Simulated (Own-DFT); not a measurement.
## Calculated data, Al₃GaN₄ (wurtzite random alloy, atoms displaced)

All values are calculated (Own-DFT development build). A calculation, not a measurement: plane-wave PBE density functional theory by an unreviewed code, no spin, of a simulated periodic cell, stress positive in tension, free energy of the whole cell less one offset for each atom, forces on such cells passed a denser k mesh, this cell's mesh not checked; offsets are fitted by least squares, one for each functional and potential file, so energies compare only between cells with the same atoms and settings and are not formation energies; the far tail of each file's local potential was reset to the Coulomb form; each entry is a single point on an unrelaxed cell, so the pressure reflects the starting lattice, mostly measured values, from which strain is counted, and rises with the displacements; printed positions are rounded, which can move forces by about a meV/angstrom; the program is a retired in-house code; no spin-orbit coupling.

Al₃GaN₄ (wurtzite random alloy, atoms displaced)

```
cell vectors (Å)
   9.3938     0.0000     0.0000
  -4.6969     8.1352     0.0000
   0.0000     0.0000    10.0655
atoms (fractions of the cell vectors)
Ga  0.11227  0.22162  0.99957
Al  0.22998  0.11396  0.25246
N   0.10621  0.20433  0.19955
N   0.23114  0.10834  0.45149
Al  0.10354  0.22145  0.51719
Ga  0.23546  0.13472  0.74786
N   0.10293  0.20194  0.68254
N   0.23806  0.11817  0.95353
Al  0.11849  0.56504  0.00607
Al  0.22335  0.44862  0.25163
N   0.10740  0.55058  0.17664
N   0.22460  0.45508  0.45351
Al  0.10034  0.54658  0.49495
Ga  0.21195  0.44918  0.74836
N   0.10101  0.53455  0.68244
N   0.22468  0.44173  0.93205
Al  0.11286  0.90464  0.99471
Al  0.20552  0.77336  0.25725
N   0.11142  0.89660  0.19340
N   0.23818  0.79222  0.44136
Al  0.13134  0.89327  0.50350
Al  0.23394  0.78564  0.73659
N   0.12093  0.90321  0.69258
N   0.23231  0.79177  0.93994
Al  0.43331  0.21486  0.00016
Al  0.55427  0.10305  0.25574
N   0.45698  0.22580  0.19417
N   0.53089  0.09161  0.43947
Al  0.45603  0.23087  0.48195
Al  0.55078  0.10687  0.75614
N   0.43640  0.22124  0.68913
N   0.57274  0.12611  0.94569
Ga  0.44542  0.55565  0.00602
Al  0.56406  0.45181  0.23871
N   0.45558  0.56494  0.19090
N   0.56168  0.45049  0.44659
Al  0.44776  0.56399  0.49847
Al  0.56242  0.45376  0.75013
N   0.41756  0.54554  0.69728
N   0.57148  0.44644  0.94075
Ga  0.43186  0.88916  0.99942
Ga  0.56495  0.78623  0.24382
N   0.44226  0.90309  0.18670
N   0.54527  0.77589  0.43730
Al  0.43825  0.88926  0.50457
Al  0.55336  0.77069  0.76699
N   0.45010  0.88097  0.71051
N   0.55582  0.78543  0.94086
Al  0.77465  0.22719  0.00153
Al  0.90207  0.11963  0.25036
N   0.77186  0.22099  0.17920
N   0.90895  0.12837  0.44166
Al  0.76853  0.21999  0.49157
Al  0.87649  0.09386  0.75530
N   0.75558  0.21241  0.68165
N   0.86130  0.09947  0.93665
Al  0.76685  0.54172  0.00903
Ga  0.89325  0.43850  0.24933
N   0.77496  0.54086  0.19090
N   0.88605  0.45429  0.42705
Al  0.78675  0.56152  0.49552
Ga  0.87850  0.44362  0.76572
N   0.77414  0.56005  0.69440
N   0.89194  0.44149  0.94227
Al  0.76711  0.87616  0.00423
Ga  0.89527  0.78289  0.25168
N   0.76517  0.89104  0.20692
N   0.90264  0.77595  0.44189
Al  0.77312  0.89172  0.50517
Al  0.87878  0.77367  0.74942
N   0.77577  0.88320  0.69007
N   0.87778  0.77690  0.92821
```

```
functional                        : PBE
potential files                   : PseudoDojo norm-conserving, scalar-relativistic, standard set with the stringent files for Ga
wave cutoff                       : 96 hartree
occupations                       : Gaussian
smearing width                    : 0.01 eV
k mesh                            : 4 x 4 x 3 centred on Gamma
free energy of cell above offsets : -15.135 eV
pressure                          : 9.31 GPa
stress xx                         : -12.26 GPa
stress yy                         : -5.68 GPa
stress zz                         : -10 GPa
stress yz                         : 0.33 GPa
stress xz                         : -0.79 GPa
stress xy                         : -3.49 GPa
```

Force:
```
element  x (eV/Å)  y (eV/Å)  z (eV/Å)
     Ga    -1.364    -0.446     0.235
     Al     0.781    -0.034     1.578
      N     0.934     3.431    -1.361
      N    -1.363     1.448    -2.069
     Al     2.891     1.162    -4.376
     Ga    -0.331    -2.921     1.202
      N    -3.499     1.225     4.651
      N    -4.324    -1.416    -2.196
     Al    -0.199    -0.182    -4.231
     Al     0.754    -0.633     0.802
      N      1.48     1.147     4.054
      N     0.475    -1.503     -2.61
     Al     0.151     1.224     1.064
     Ga     0.817    -3.375      0.63
      N     -4.22     3.565    -0.851
      N    -1.157     0.583     2.784
     Al     0.211     -2.79     0.161
     Al     2.008     1.159    -1.384
      N     1.007    -0.405    -1.537
      N    -1.834    -3.684    -0.495
     Al    -2.728     0.664     0.803
     Al    -2.305    -1.409     1.904
      N     0.163    -2.458     0.122
      N    -4.273    -3.048    -1.622
     Al     5.904     3.203     1.555
     Al    -0.215     1.501    -1.194
      N    -1.584     0.092    -0.091
      N      2.79     2.865    -0.459
     Al    -1.818    -0.594     2.571
     Al    -0.832     0.659     0.064
      N     4.388     2.311     -0.83
      N    -3.755    -1.523    -1.562
     Ga     0.384    -0.039    -2.039
     Al    -0.622    -1.354     2.189
      N    -1.215    -2.067     0.878
      N    -0.156     0.926    -1.508
     Al    -0.042    -1.091     1.314
     Al    -1.811     -1.85    -0.205
      N     5.678     2.773    -1.504
      N    -3.248    -1.609    -0.513
     Ga     3.426     2.701     0.911
     Ga    -5.897    -1.661     2.099
      N    -0.386    -3.027     1.051
      N     1.057     1.392     1.338
     Al      2.87    -0.882     1.432
     Al     0.125    -0.658    -2.985
      N    -0.465      1.26    -2.768
      N      0.43    -1.215     2.182
     Al     1.626    -0.211     -0.43
     Al    -2.842    -1.318     0.723
      N     1.521    -0.996     3.188
      N    -3.526    -2.067    -0.866
     Al     0.454     0.028     1.061
     Al    -0.391     1.835    -1.309
      N     2.009     0.469     0.025
      N      2.42     0.191     1.082
     Al     2.706     2.135    -0.961
     Ga    -0.841    -0.667    -1.894
      N     -0.22     2.485    -0.609
      N     1.257    -1.646     2.956
     Al    -1.464    -0.055     1.215
     Ga     0.598    -0.698    -3.559
      N     0.651    -0.029    -1.717
      N     0.146     1.412     2.793
     Al    -0.049     1.722     0.202
     Ga    -1.226    -0.884     0.464
      N     6.196     3.145    -3.334
      N    -1.042     1.291     0.905
     Al     0.913    -0.136     -1.29
     Al     2.101      1.21    -1.071
      N    -1.317    -0.668    -0.131
      N     1.244     0.036      3.37
```
